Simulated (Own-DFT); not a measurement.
# What random displacements cost in zincblende InP, 64 atoms (In32P32)

These are calculations, not measurements. They come from Own-DFT, an in-house plane-wave density functional program, since retired, whose code no person has reviewed. Each row is one single-point run on a periodic cell that was not relaxed, without spin or spin-orbit coupling.

Settings of every run: PBE; PseudoDojo norm-conserving scalar-relativistic files; cutoff 36 hartree; 3 x 3 x 3 k mesh centred on Gamma; Fermi-Dirac smearing of 0.1 eV.

Known limits: forces on such cells moved up to 12 meV/angstrom on a denser k mesh; stress not checked against mesh or cutoff.

Cell vectors in Å: (11.737, 0.000, 0.000); (0.000, 11.737, 0.000); (0.000, 0.000, 11.737). In each run every atom was moved at random and independently from its ideal site; u is the rms move along one axis. E is the free energy for each atom above the fitted value at u = 0, and F the rms of the force components.

| run | u (Å) | E (meV/atom) | F (eV/Å) | largest force (eV/Å) | P (GPa) |
|---|---|---|---|---|---|
| 1 | 0.0186 | 4.9 | 0.234 | 0.71 | 3.20 |
| 2 | 0.0209 | ? | ? | ? | ? |
| 3 | 0.0465 | 32.3 | 0.555 | 1.96 | 3.51 |
| 4 | 0.0497 | 35.0 | 0.626 | 3.29 | 3.55 |
| 5 | 0.0952 | 146.0 | 1.388 | 7.62 | 4.85 |
| 6 | 0.0977 | 119.1 | 1.103 | 5.09 | 4.61 |
| 7 | 0.1518 | 283.8 | 1.935 | 9.41 | 6.46 |
| 8 | 0.2069 | 616.4 | 3.345 | 14.59 | 10.33 |

## Worked fit

For small independent moves the energy grows as E = (3/2) K u², with K the mean stiffness felt by one atom. The runs with u up to 0.11 Å give K = 9.6 ± 0.6 eV/Å², with residuals divided by u² + 0.0006 Å², since the noise grows with the moves. The scatter is 4.4 meV/atom at u = 0.05 Å. The forces follow F = G u with G = 12.6 eV/Å²; no force at u = 0 is resolved. G exceeds K because the moves of its neighbours add to the force on an atom, and stiffness differs between atoms. At u = 0.207 Å the parabola gives 615 meV/atom and the run 616. The pressure follows P = 3.14 + 170 u² GPa: at fixed volume, shortened bonds push harder than stretched ones pull.

## Withheld run

Question: what energy and rms force should run 2 give?

The fit gives 6 ± 2 meV/atom and about 0.26 eV/Å. The calculation gave 6.6 meV/atom and 0.262 eV/Å.
